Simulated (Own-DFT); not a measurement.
# How strain changes the stress of hcp Hf, 36 atoms (Hf36)

These are calculations, not measurements. The program, named Own-DFT, is a retired in-house plane-wave density functional code that no person has reviewed. Each row is one single-point run on a periodic cell that was not relaxed, without spin or spin-orbit coupling.

Settings of every run: PBE; PseudoDojo norm-conserving scalar-relativistic files; cutoff 42 hartree; 4 x 4 x 4 k mesh centred on Gamma; cold (Marzari-Vanderbilt) smearing of 0.2 eV.

Known limits: hafnium file: forces about 75 meV/angstrom off all-electron values; forces on such cells passed a denser k mesh, each cell not checked; stress not checked against mesh or cutoff.

Unstrained cell vectors in Å: (9.589, 0.000, 0.000); (-4.795, 8.304, 0.000); (0.000, 0.000, 10.102). The unstrained cell has measured lattice constants (interpolated for alloys), not those of this functional. That, the random moves and any unrelaxed bonds set the pressure at no strain. Each run strains this cell uniformly, with the atoms carried along. Every atom was also moved at random, by a Gaussian of width 0.05 Å on each axis. Strain is the symmetric tensor, in per cent. Stress is positive in tension, and the pressure is minus a third of its trace.

```
run  e_xx (%)  e_yy (%)  e_zz (%)  e_yz (%)  e_xz (%)  e_xy (%)  s_xx (GPa)  s_yy (GPa)  s_zz (GPa)  s_yz (GPa)  s_xz (GPa)  s_xy (GPa)  P (GPa)  E (meV/atom)
  1      1.51      1.26      0.13     -1.13     -0.57      0.70        2.50        1.97        0.63       -1.13       -0.55        0.42    -1.70           3.2
  2      1.67      0.07      1.82      0.95      1.90     -1.94        3.23        0.66        2.89        0.90        1.79       -2.58    -2.26          18.3
  3     -1.96      1.85      0.57     -0.60     -0.15     -0.63       -4.03        1.62       -0.56       -0.43       -0.08       -0.93     0.99          11.8
  4      0.60      1.90      0.25      0.89     -0.28      1.21        1.04        2.59        0.54        0.89       -0.37        1.42    -1.39           7.3
  5      0.30     -1.96     -1.02     -0.60      0.62      0.60       -2.53       -6.35       -5.46       -0.71        0.66        1.04     4.78          27.0
  6     -1.94      1.90      0.74     -1.63      0.26      0.19       -3.63        1.87       -0.09       -1.44        0.31        0.24     0.62           6.3
  7     -1.82     -1.20      1.79     -0.81      1.47     -0.97       -4.37       -3.79       -0.30       -0.66        1.33       -1.31     2.82          17.4
  8      1.52      1.36      1.91     -1.74      1.67      1.80        3.63        3.18        3.89       -1.79        1.64        2.29    -3.57          13.9
  9     -1.04     -0.08     -1.82      0.66      0.36     -1.62       -4.81       -3.88       -6.46        0.65        0.39       -2.36     5.05          23.7
 10      1.80     -0.77      0.25     -0.21      1.94      0.77        1.53       -1.39       -0.54       -0.24        1.81        1.15     0.13          10.3
 11     -1.92     -1.88      0.87     -1.64      1.02     -1.29       -5.72       -6.02       -2.59       -1.56        0.93       -1.94     4.78          18.7
 12      0.16      1.18     -1.56     -0.83      0.61      1.74       -1.29       -0.25       -4.23       -1.00        0.90        2.47     1.93          18.9
 13     -0.74      0.38     -0.71     -0.66      0.94      0.79       -2.81       -1.47       -3.42       -0.76        1.01        1.27     2.56           0.0
 14     -0.84     -0.27      0.50      1.80      0.45      1.06       -2.70       -2.17       -1.77        1.70        0.32        1.69     2.21          14.6
 15     -1.94      0.12     -1.67     -0.63      1.36      1.97       -6.59       -3.92       -6.71       -0.78        1.54        2.74     5.74          29.4
 16     -0.01     -1.27      0.24     -1.36      0.12      0.11           ?           ?           ?           ?           ?           ?        ?             ?
```

E is the free energy for each atom above the lowest run shown.

## Worked fit

Each stress component was fitted by least squares to a constant and the strains of the runs shown, as fractions, with shears doubled. Shear strains stay in the fit of a normal stress only where such slopes are resolved. The slopes, in GPa:

| stress | at no strain | per e_xx | per e_yy | per e_zz | scatter |
|---|---|---|---|---|---|
| s_xx | -1.4 | 198 ± 4 | 57 ± 4 | 68 ± 4 | 0.20 |
| s_yy | -1.6 | 58 ± 5 | 204 ± 5 | 74 ± 6 | 0.26 |
| s_zz | -1.9 | 66 ± 3 | 77 ± 4 | 208 ± 4 | 0.19 |

Each shear stress against twice its own strain: yz 49 ± 1, xz 51 ± 1, xy 71 ± 2 GPa. These are stiffnesses along x, y and z of the frame in which the cell vectors are given, which need not be the crystal's axes. The atoms are held to the strained lattice; where symmetry lets them move under strain, relaxing them would lower some slopes. The table should be nearly symmetric about its diagonal, and what it lacks of that shows the noise. A ninth of its sum, 112 ± 2 GPa, estimates the bulk modulus near the mean pressure of these runs, 1.5 GPa, so it lies above the value at zero pressure.

## Withheld run

Question: what normal stresses and pressure should run 16 give?

The fit gives s_xx = -2.0, s_yy = -4.0, s_zz = -2.4 and P = 2.8 GPa. The calculation gave -2.02, -3.57, -1.92 and P = 2.50 GPa.
